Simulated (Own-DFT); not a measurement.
AlGa3N4 (wurtzite random alloy, strained, atoms displaced) (calculated)

A calculation, not a measurement: plane-wave PBE density functional theory by an unreviewed code, no spin, of a simulated periodic cell, stress positive in tension, free energy of the whole cell less one offset for each atom, forces on such cells passed a denser k mesh, this cell's mesh not checked; offsets are fitted by least squares, one for each functional and potential file, so energies compare only between cells with the same atoms and settings and are not formation energies; the far tail of each file's local potential was reset to the Coulomb form; each entry is a single point on an unrelaxed cell, so the pressure reflects the starting lattice, mostly measured values, from which strain is counted, and rises with the displacements; printed positions are rounded, which can move forces by about a meV/angstrom; the program is a retired in-house code; no spin-orbit coupling. Program: Own-DFT development build.

Settings shared by all entries: functional PBE; potential files PseudoDojo norm-conserving, scalar-relativistic, standard set with the stringent files for Ga; wave cutoff 96 hartree; occupations Gaussian; smearing width 0.01 eV; k mesh 4 x 4 x 3 centred on Gamma.

```yaml
- entry: 1
  formula: AlGa3N4
  kind: "wurtzite random alloy, strained, atoms displaced"
  structure:
    cell_angstrom: [[9.5092, 0.0, 0.0], [-4.7546, 8.2353, 0.0], [0.0, 0.0, 10.4225]]
    atoms_fractional:
      - [Ga, 0.11585, 0.22334, 0.00126]
      - [Ga, 0.20408, 0.10637, 0.2463]
      - ["N", 0.10857, 0.22334, 0.19105]
      - ["N", 0.2264, 0.1059, 0.44219]
      - [Ga, 0.11565, 0.22038, 0.50388]
      - [Ga, 0.22389, 0.11089, 0.75948]
      - ["N", 0.11536, 0.22765, 0.69149]
      - ["N", 0.22666, 0.11243, 0.93782]
      - [Ga, 0.10654, 0.55875, 0.00297]
      - [Ga, 0.22469, 0.44292, 0.25396]
      - ["N", 0.11028, 0.55736, 0.18674]
      - ["N", 0.20913, 0.4338, 0.44266]
      - [Ga, 0.11048, 0.54744, 0.50184]
      - [Al, 0.2229, 0.43876, 0.74364]
      - ["N", 0.11924, 0.56071, 0.68996]
      - ["N", 0.22237, 0.44465, 0.94116]
      - [Ga, 0.11148, 0.88933, 0.00084]
      - [Ga, 0.21072, 0.7817, 0.25755]
      - ["N", 0.11337, 0.89453, 0.18734]
      - ["N", 0.22107, 0.77373, 0.43809]
      - [Ga, 0.10781, 0.88872, 0.50145]
      - [Ga, 0.22577, 0.78165, 0.75659]
      - ["N", 0.11863, 0.89107, 0.70287]
      - ["N", 0.2257, 0.79139, 0.94173]
      - [Ga, 0.44636, 0.22594, 0.99634]
      - [Al, 0.56035, 0.11384, 0.2517]
      - ["N", 0.44092, 0.22439, 0.19786]
      - ["N", 0.55374, 0.10079, 0.44499]
      - [Al, 0.43905, 0.21996, 0.50422]
      - [Ga, 0.55386, 0.10374, 0.74402]
      - ["N", 0.43778, 0.21826, 0.67937]
      - ["N", 0.54637, 0.11354, 0.94037]
      - [Al, 0.44079, 0.55798, 0.00245]
      - [Ga, 0.56201, 0.44562, 0.24827]
      - ["N", 0.45463, 0.55239, 0.19048]
      - ["N", 0.56818, 0.44978, 0.43127]
      - [Ga, 0.4435, 0.55991, 0.50721]
      - [Ga, 0.56937, 0.44456, 0.75774]
      - ["N", 0.44826, 0.56263, 0.68382]
      - ["N", 0.5487, 0.44528, 0.93557]
      - [Al, 0.45018, 0.89749, 0.99325]
      - [Ga, 0.5477, 0.7729, 0.25252]
      - ["N", 0.43967, 0.89103, 0.19735]
      - ["N", 0.55152, 0.77528, 0.43852]
      - [Ga, 0.45204, 0.89079, 0.49941]
      - [Ga, 0.54962, 0.77762, 0.74287]
      - ["N", 0.44503, 0.88969, 0.68615]
      - ["N", 0.56951, 0.78066, 0.94896]
      - [Al, 0.7799, 0.21756, 0.00017]
      - [Ga, 0.89018, 0.11222, 0.24694]
      - ["N", 0.77816, 0.22329, 0.18964]
      - ["N", 0.89072, 0.11202, 0.44087]
      - [Al, 0.78533, 0.22201, 0.49944]
      - [Ga, 0.88197, 0.10167, 0.74844]
      - ["N", 0.7757, 0.22379, 0.69014]
      - ["N", 0.88313, 0.1112, 0.94727]
      - [Ga, 0.78363, 0.56422, 0.99951]
      - [Al, 0.88113, 0.43594, 0.24881]
      - ["N", 0.78394, 0.54946, 0.19921]
      - ["N", 0.88061, 0.45049, 0.43814]
      - [Ga, 0.77585, 0.55271, 0.50481]
      - [Al, 0.88884, 0.44346, 0.75252]
      - ["N", 0.77394, 0.55534, 0.69379]
      - ["N", 0.90051, 0.45696, 0.93976]
      - [Ga, 0.77851, 0.88764, 0.00492]
      - [Ga, 0.88955, 0.78047, 0.24598]
      - ["N", 0.77911, 0.89133, 0.19166]
      - ["N", 0.89687, 0.78615, 0.43424]
      - [Ga, 0.77833, 0.88345, 0.49999]
      - [Ga, 0.8852, 0.77001, 0.74323]
      - ["N", 0.777, 0.89101, 0.68425]
      - ["N", 0.88914, 0.76705, 0.93538]
  results:
    "free_energy_of_cell_above_offsets [eV]": "-9.489"
    "pressure [GPa]": 4.28
    "stress_xx [GPa]": -4.93
    "stress_yy [GPa]": -6.89
    "stress_zz [GPa]": -1.03
    "stress_yz [GPa]": -0.53
    "stress_xz [GPa]": -0.11
    "stress_xy [GPa]": 0.73
    force_element: [Ga, Ga, "N", "N", Ga, Ga, "N", "N", Ga, Ga, "N", "N", Ga, Al, "N", "N", Ga, Ga, "N", "N", Ga, Ga, "N", "N", Ga, Al, "N", "N", Al, Ga, "N", "N", Al, Ga, "N", "N", Ga, Ga, "N", "N", Al, Ga, "N", "N", Ga, Ga, "N", "N", Al, Ga, "N", "N", Al, Ga, "N", "N", Ga, Al, "N", "N", Ga, Al, "N", "N", Ga, Ga, "N", "N", Ga, Ga, "N", "N"]
    "force_x [eV/angstrom]": [-0.622, 2.66, -0.287, -0.662, -0.09, -0.211, -0.291, -0.948, 2.034, -0.29, -0.435, 1.77, -1.663, -0.225, -0.641, 0.431, -0.528, 1.849, -0.971, -0.152, 1.49, 0.243, -1.577, 2.22, -0.595, -1.247, 0.812, 0.146, 1.36, -0.914, 0.75, 2.976, 0.473, 0.131, -1.969, -2.099, 0.791, -2.841, -0.164, 0.278, -0.093, 0.024, 0.436, 0.971, -1.452, 1.133, -0.228, -3.481, -1.663, -0.577, -0.619, -0.208, -1.496, 0.357, 0.741, 1.086, -0.315, 1.423, -0.493, 2.479, -0.467, 0.811, 2.421, -1.77, 1.431, 0.142, -0.268, -0.629, -0.514, 0.29, 0.332, -0.798]
    "force_y [eV/angstrom]": [0.2, 1.05, 0.445, 0.953, -1.147, 0.441, -1.045, -0.062, 0.92, 0.881, -0.682, 0.888, 1.321, 1.631, -1.439, 0.748, 0.347, -0.645, -0.761, 0.019, -0.229, -0.741, -0.342, -1.075, 0.381, -0.656, -1.171, 3.274, 0.462, 1.47, 0.711, -0.264, -0.094, -0.524, 0.444, -1.371, -1.125, -1.184, -1.712, 0.827, -1.049, 0.569, 0.585, -0.152, -1.124, 0.083, -0.536, -0.931, 1.414, -0.141, -0.2, 0.068, 0.228, 1.783, 0.722, -0.159, -2.446, 1.084, 1.218, -2.209, 1.062, 0.478, -0.718, -2.88, 0.31, -0.777, -0.487, -1.195, 0.677, 1.892, -1.173, 2.862]
    "force_z [eV/angstrom]": [-0.136, 1.531, -0.827, -0.573, 0.005, -1.587, 0.25, 1.218, 0.169, -0.344, 1.273, -0.741, 0.019, 1.37, 0.65, -1.064, -0.067, -0.728, -0.566, 1.236, 0.963, -0.289, -1.914, 0.046, 2.014, 0.589, -1.167, -1.056, -1.902, 0.553, 1.625, -0.686, 0.071, 0.603, -1.228, 2.053, -2.139, -1.16, 1.944, 1.365, 1.86, -0.399, -1.636, 0.123, -0.206, 1.547, 0.35, -1.526, 0.309, 1.135, -0.793, -0.13, 0.026, 0.825, -0.528, -1.192, 1.421, 0.83, -2.087, -0.424, -0.495, -0.022, -0.998, -1.288, 0.076, 0.664, -0.121, 0.659, -0.886, 1.262, 0.473, -0.205]
- entry: 2
  formula: AlGa3N4
  kind: "wurtzite random alloy, strained, atoms displaced"
  structure:
    cell_angstrom: [[9.5092, 0.0, 0.0], [-4.7546, 8.2353, 0.0], [0.0, 0.0, 10.4225]]
    atoms_fractional:
      - [Ga, 0.10622, 0.20843, 0.00097]
      - [Ga, 0.22313, 0.10873, 0.2492]
      - ["N", 0.10489, 0.22124, 0.18717]
      - ["N", 0.21884, 0.11298, 0.44108]
      - [Al, 0.10223, 0.21136, 0.49635]
      - [Ga, 0.21831, 0.10393, 0.75167]
      - ["N", 0.1084, 0.2275, 0.68835]
      - ["N", 0.22292, 0.10636, 0.93044]
      - [Ga, 0.10595, 0.55126, 0.9915]
      - [Ga, 0.22759, 0.44671, 0.25128]
      - ["N", 0.1108, 0.5541, 0.19164]
      - ["N", 0.21406, 0.43647, 0.43809]
      - [Ga, 0.11115, 0.56604, 0.49503]
      - [Ga, 0.20828, 0.43459, 0.74963]
      - ["N", 0.09648, 0.54371, 0.68246]
      - ["N", 0.20817, 0.43657, 0.93974]
      - [Ga, 0.10778, 0.89122, 0.99963]
      - [Al, 0.22718, 0.77949, 0.24867]
      - ["N", 0.10978, 0.88224, 0.19413]
      - ["N", 0.22035, 0.7759, 0.44879]
      - [Ga, 0.1179, 0.88785, 0.4994]
      - [Ga, 0.22241, 0.77457, 0.74923]
      - ["N", 0.11451, 0.89851, 0.68415]
      - ["N", 0.21821, 0.77592, 0.94471]
      - [Ga, 0.44759, 0.2177, 0.0046]
      - [Al, 0.55379, 0.11128, 0.25715]
      - ["N", 0.44747, 0.22355, 0.18599]
      - ["N", 0.55633, 0.11228, 0.44537]
      - [Ga, 0.4441, 0.22244, 0.49815]
      - [Al, 0.5643, 0.11439, 0.75136]
      - ["N", 0.44247, 0.22685, 0.69306]
      - ["N", 0.55228, 0.10205, 0.93607]
      - [Ga, 0.43969, 0.561, 0.00473]
      - [Ga, 0.55672, 0.44711, 0.25078]
      - ["N", 0.43238, 0.546, 0.19111]
      - ["N", 0.55834, 0.44799, 0.43824]
      - [Ga, 0.43979, 0.54328, 0.50027]
      - [Al, 0.56516, 0.46109, 0.75064]
      - ["N", 0.44354, 0.55896, 0.69104]
      - ["N", 0.56756, 0.45287, 0.94054]
      - [Al, 0.45361, 0.89494, 0.99972]
      - [Ga, 0.55236, 0.77875, 0.24856]
      - ["N", 0.43389, 0.88292, 0.19293]
      - ["N", 0.54296, 0.77498, 0.43778]
      - [Ga, 0.44936, 0.89637, 0.4958]
      - [Ga, 0.56888, 0.78176, 0.75207]
      - ["N", 0.44429, 0.88711, 0.68272]
      - ["N", 0.55106, 0.7761, 0.94379]
      - [Al, 0.77255, 0.2255, 0.99884]
      - [Ga, 0.89428, 0.12133, 0.23699]
      - ["N", 0.7759, 0.22332, 0.19254]
      - ["N", 0.89974, 0.11776, 0.44463]
      - [Ga, 0.78044, 0.21546, 0.50198]
      - [Ga, 0.89597, 0.11533, 0.75413]
      - ["N", 0.77621, 0.22639, 0.69095]
      - ["N", 0.88416, 0.10378, 0.9375]
      - [Ga, 0.77171, 0.55215, 0.99723]
      - [Ga, 0.89246, 0.44414, 0.23731]
      - ["N", 0.78966, 0.56586, 0.18929]
      - ["N", 0.89298, 0.45273, 0.43964]
      - [Ga, 0.77785, 0.54612, 0.49206]
      - [Ga, 0.89046, 0.45277, 0.75186]
      - ["N", 0.77705, 0.55676, 0.68757]
      - ["N", 0.89534, 0.44901, 0.9348]
      - [Ga, 0.77789, 0.8823, 0.00846]
      - [Al, 0.89299, 0.77295, 0.24713]
      - ["N", 0.77637, 0.8905, 0.18416]
      - ["N", 0.88645, 0.7746, 0.43432]
      - [Ga, 0.77641, 0.88682, 0.50251]
      - [Al, 0.88723, 0.77207, 0.75302]
      - ["N", 0.77246, 0.8807, 0.68941]
      - ["N", 0.88873, 0.76882, 0.94128]
  results:
    "free_energy_of_cell_above_offsets [eV]": "-9.696"
    "pressure [GPa]": 4.29
    "stress_xx [GPa]": -7.08
    "stress_yy [GPa]": -5.64
    "stress_zz [GPa]": -0.15
    "stress_yz [GPa]": -0.02
    "stress_xz [GPa]": 1.04
    "stress_xy [GPa]": -1.31
    force_element: [Ga, Ga, "N", "N", Al, Ga, "N", "N", Ga, Ga, "N", "N", Ga, Ga, "N", "N", Ga, Al, "N", "N", Ga, Ga, "N", "N", Ga, Al, "N", "N", Ga, Al, "N", "N", Ga, Ga, "N", "N", Ga, Al, "N", "N", Al, Ga, "N", "N", Ga, Ga, "N", "N", Al, Ga, "N", "N", Ga, Ga, "N", "N", Ga, Ga, "N", "N", Ga, Ga, "N", "N", Ga, Al, "N", "N", Ga, Al, "N", "N"]
    "force_x [eV/angstrom]": [-0.267, -0.72, 2.268, 0.473, 1.363, 0.134, 1.038, 0.021, 0.793, -2.243, 0.721, 0.357, 0.996, 0.9, 1.261, 1.743, 1.024, -1.436, 0.143, 0.981, -1.983, 0.023, -0.726, 1.318, -0.689, 0.244, 0.563, 0.104, -0.509, -1.724, 1.389, 0.83, 0.084, 0.476, 2.234, 0.086, -1.438, -0.8, 0.442, -2.821, -1.444, 0.444, 0.953, 1.829, -0.458, -3.053, 0.419, 0.153, 1.096, -0.611, -1.56, -1.669, -0.213, -1.127, 0.327, -0.916, 2.168, -0.377, -1.22, 0.808, -0.975, -0.585, -0.491, -1.882, -0.374, -0.991, 0.869, 0.158, -0.044, 0.263, 2.576, -0.729]
    "force_y [eV/angstrom]": [1.217, 0.003, 0.325, -0.042, 2.298, 2.133, -2.051, 0.571, 1.125, -1.112, 1.223, -0.264, -2.73, 2.061, 1.807, -0.222, -0.84, -1.476, 0.471, 1.856, 0.309, 0.118, -2.762, 0.96, 0.699, -0.221, -0.549, 0.853, 0.31, -0.618, 0.574, 1.242, -1.594, 0.353, 1.71, -1.026, 1.268, -2.015, -0.771, -1.778, -1.682, -0.379, 2.187, -0.238, -1.533, -0.992, 1.123, 0.888, -0.415, -1.831, -0.876, -1.868, 1.74, -0.698, -0.674, 0.527, 0.657, 0.709, -1.371, -2.325, 1.805, -1.176, 0.783, -2.126, 0.057, 1.405, -0.53, 0.315, -0.382, 0.841, 1.386, 1.257]
    "force_z [eV/angstrom]": [-0.468, 0.538, -0.432, -0.737, 1.378, -1.209, -1.448, 2.184, 1.895, 0.874, -0.675, 0.371, 0.861, 0.247, 0.483, -0.218, 0.549, 0.753, -0.475, -3.038, 0.077, -0.051, 0.796, -0.701, -1.66, -0.349, 1.24, -2.274, 1.58, -0.893, 0.061, 0.193, -0.712, -0.214, -0.793, -0.675, 0.638, -0.001, 0.208, -1.144, 0.473, 0.728, -1.104, -0.428, 1.36, 0.237, 1.484, -0.179, -0.303, 2.142, -1.681, -1.624, 0.367, -0.691, 0.281, 1.114, 1.419, 2.136, -0.663, -1.46, 1.265, -0.687, 0.176, 0.954, -2.073, 1.208, 2.081, -0.451, -0.789, -0.759, 0.107, -1.4]
```
